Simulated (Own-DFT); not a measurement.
# Which arrangement is lower? As32Ga32, 64 atoms

These are calculations, not measurements. The program, named Own-DFT, is a retired in-house plane-wave density functional code that no person has reviewed. Each row is one single-point run on a periodic cell that was not relaxed, without spin or spin-orbit coupling.

Settings of every run: PBE; PseudoDojo norm-conserving scalar-relativistic files; cutoff 42 hartree; 3 x 3 x 3 k mesh centred on Gamma; Fermi-Dirac smearing of 0.1 eV.

Known limits, some of them of some rows only: not probed for a lower state with spin; forces on such cells failed a check on a denser k mesh; forces not confirmed at this smearing and k mesh; stress not checked against mesh or cutoff.

All cells hold the same atoms in the same cell, with vectors in Å (11.307, 0.000, 0.000); (0.000, 11.307, 0.000); (0.000, 0.000, 11.307). Every atom was moved at random from its ideal site; u is the rms move along one axis. The defect's site can differ from row to row. E is the free energy of the cell above the lowest run. The arrangements:

- A: zincblende GaAs
- B: zincblende GaAs, with one As on a Ga site and one Ga on an As site, 2.4 Å apart

| arrangement | u (Å) | E (eV) | P (GPa) |
|---|---|---|---|
| A | 0.0199 | 0.000 | 3.51 |
| A | 0.0205 | 0.056 | 3.53 |
| A | 0.0211 | 0.067 | 3.53 |
| A | 0.0510 | 2.352 | 4.04 |
| A | 0.0523 | 1.900 | 3.87 |
| A | 0.0558 | 2.378 | 3.96 |
| B | 0.0272 | 2.950 | 3.90 |
| B | 0.0302 | 3.234 | 3.97 |
| B | 0.0311 | 2.905 | 3.92 |
| B | 0.0473 | 4.438 | 4.21 |
| B | 0.0507 | 4.920 | 4.32 |
| B | 0.0507 | 4.682 | 4.28 |

Question: once the cost of the random moves is taken out, how do the arrangements rank?

## Worked answer

Fit E = a + b u², with one b for all and one a for each arrangement, and with residuals divided by u², since the noise grows with the moves. Then b = 946 eV/Å², the scatter at u = 0.04 Å is 0.19 eV, and against A:

- B: 2.59 ± 0.07 eV (higher)

These are energies of unrelaxed cells. Relaxing the atoms lowers the strained arrangements most, so the gaps would shrink and small ones could change sign.
